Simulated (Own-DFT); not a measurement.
# Composition and what it changes: diamond-structure SiGe

Calculated results; nothing here was measured. They come from Own-DFT, an in-house plane-wave density functional program, since retired, whose code no person has reviewed. Each row is one single-point run on a periodic cell that was not relaxed, without spin or spin-orbit coupling.

Settings of every run: PBE; PseudoDojo norm-conserving scalar-relativistic files; cutoff 42 hartree; 5 x 5 x 5 k mesh centred on Gamma; Fermi-Dirac smearing of 0.1 eV.

Known limits, some of them of some rows only: forces on such cells failed a check on a denser k mesh; forces on such cells moved up to 12 meV/angstrom on a denser k mesh; forces on such cells passed a denser k mesh, each cell not checked; stress not checked against mesh or cutoff.

Each cell has 16 atoms, with Ge and Si placed at random on their shared sites; x is the share of Ge. Lattice constants follow the straight line between measured values of the end members, and atoms start on the ideal sites of that lattice. Every atom was also moved at random, by a Gaussian of width 0.03 Å on each axis. u is the rms move along one axis. dE is the free energy for each Ge or Si site above the straight-line part, a + b x, of the fit below.

```
    x     cell   u (Å)  volume (Å³/atom)  P (GPa)  dE (meV/site)
0.125  Ge2Si14  0.0304            20.340     2.26            8.6
0.125  Ge2Si14  0.0333            20.340     2.38           16.1
0.125  Ge2Si14  0.0243            20.340     2.17           -1.3
0.125  Ge2Si14  0.0284            20.340     2.33            9.7
0.250  Ge4Si12  0.0370            20.659     2.45           19.2
0.250  Ge4Si12  0.0287            20.659     2.34            9.0
0.250  Ge4Si12  0.0325            20.659     2.37           14.4
0.250  Ge4Si12  0.0320            20.659     2.34           15.8
0.500   Ge8Si8  0.0254            21.306     2.68           14.0
0.500   Ge8Si8  0.0329            21.306     2.81           23.9
0.500   Ge8Si8  0.0285            21.306     2.69           19.7
0.500   Ge8Si8  0.0283            21.306     2.64           14.0
0.750  Ge12Si4  0.0280            21.966        ?              ?
0.875  Ge14Si2  0.0296            22.302     3.61            6.6
0.875  Ge14Si2  0.0243            22.302     3.50           -1.3
0.875  Ge14Si2  0.0332            22.302     3.75           14.8
0.875  Ge14Si2  0.0321            22.302     3.66           10.1
```

## Worked fit

Fit E = a + b x + W x (1 - x) + k (u² - 0.03²) to the rows shown. It gives W = 72 ± 13 meV/site and k = 21 ± 4 eV/Å², with a scatter of 3.0 meV/site. Part of W is bond strain that relaxing the atoms would remove. The pressures follow P = 2.26 - 0.01 x + 1.79 x² GPa, with a scatter of 0.08.

## Withheld member

Question: what pressure and dE should the cell at x = 0.750 give?

The fits give 3.3 GPa and 11 meV/site. The calculation gave 3.34 GPa and 16.5 meV/site.
